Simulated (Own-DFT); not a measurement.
# Response to strain: diamond-structure GeSn with randomly placed atoms, 64 atoms (Ge60Sn4)

Calculated results; nothing here was measured. The program, named Own-DFT, is a retired in-house plane-wave density functional code that no person has reviewed. Each row is one single-point run on a periodic cell that was not relaxed, without spin or spin-orbit coupling.

Settings of every run: PBE; PseudoDojo norm-conserving scalar-relativistic files; cutoff 49 hartree; 3 x 3 x 3 k mesh centred on Gamma; Fermi-Dirac smearing of 0.1 eV.

Known limits: forces on such cells moved up to 12 meV/angstrom on a denser k mesh; stress not checked against mesh or cutoff.

Unstrained cell vectors in Å: (11.420, 0.000, 0.000); (0.000, 11.420, 0.000); (0.000, 0.000, 11.420). The unstrained cell has measured lattice constants (interpolated for alloys), not those of this functional. That, the random moves and any unrelaxed bonds set the pressure at no strain. Each run strains this cell uniformly, with the atoms carried along. Every atom was also moved at random, by a Gaussian of width 0.05 Å on each axis. The random placing of the alloy's atoms differs from row to row. Strain is the symmetric tensor, in per cent. Stress is positive in tension, and the pressure is minus a third of its trace.

| run | e_xx (%) | e_yy (%) | e_zz (%) | s_xx (GPa) | s_yy (GPa) | s_zz (GPa) | P (GPa) | E (meV/atom) |
|---|---|---|---|---|---|---|---|---|
| 1 | -2.00 | -2.00 | 0.00 | -8.58 | -8.42 | -7.25 | 8.08 | 42.1 |
| 2 | -0.50 | -0.50 | 0.00 | -5.59 | -5.61 | -5.38 | 5.53 | 16.0 |
| 3 | 3.00 | 3.00 | 0.00 | -0.58 | -0.57 | -2.33 | 1.16 | 12.9 |
| 4 | -2.75 | -2.75 | 0.00 | -10.25 | -10.29 | -8.37 | 9.64 | 69.0 |
| 5 | 2.00 | 2.00 | 0.00 | -1.75 | -1.84 | -2.90 | 2.16 | 2.9 |
| 6 | -1.25 | -1.25 | 0.00 | -7.34 | -7.32 | -6.49 | 7.05 | 50.6 |
| 7 | 2.75 | 2.75 | 0.00 | -0.87 | -0.71 | -2.26 | 1.28 | 0.0 |
| 8 | 0.25 | 0.25 | 0.00 | -4.57 | -4.39 | -4.58 | 4.51 | 13.0 |
| 9 | -1.50 | -1.50 | 0.00 | ? | ? | ? | ? | ? |

E is the free energy for each atom above the lowest run shown.

## Worked fit

The change of volume is close to e_xx + e_yy + e_zz. A straight line through the runs shown gives P = 5.23 - 73 x (fractional change of volume) GPa, with an error of 3 on the slope and a scatter of 0.34 GPa. The strain isn't the same on all axes, but the crystal is cubic, so the slope still estimates the bulk modulus, averaged over pressures from 1.2 to 9.6 GPa.

## Withheld run

Question: what pressure should run 9 give? Its volume changes by -2.98 %.

The line gives 7.4 GPa. The calculation gave 7.15 GPa.
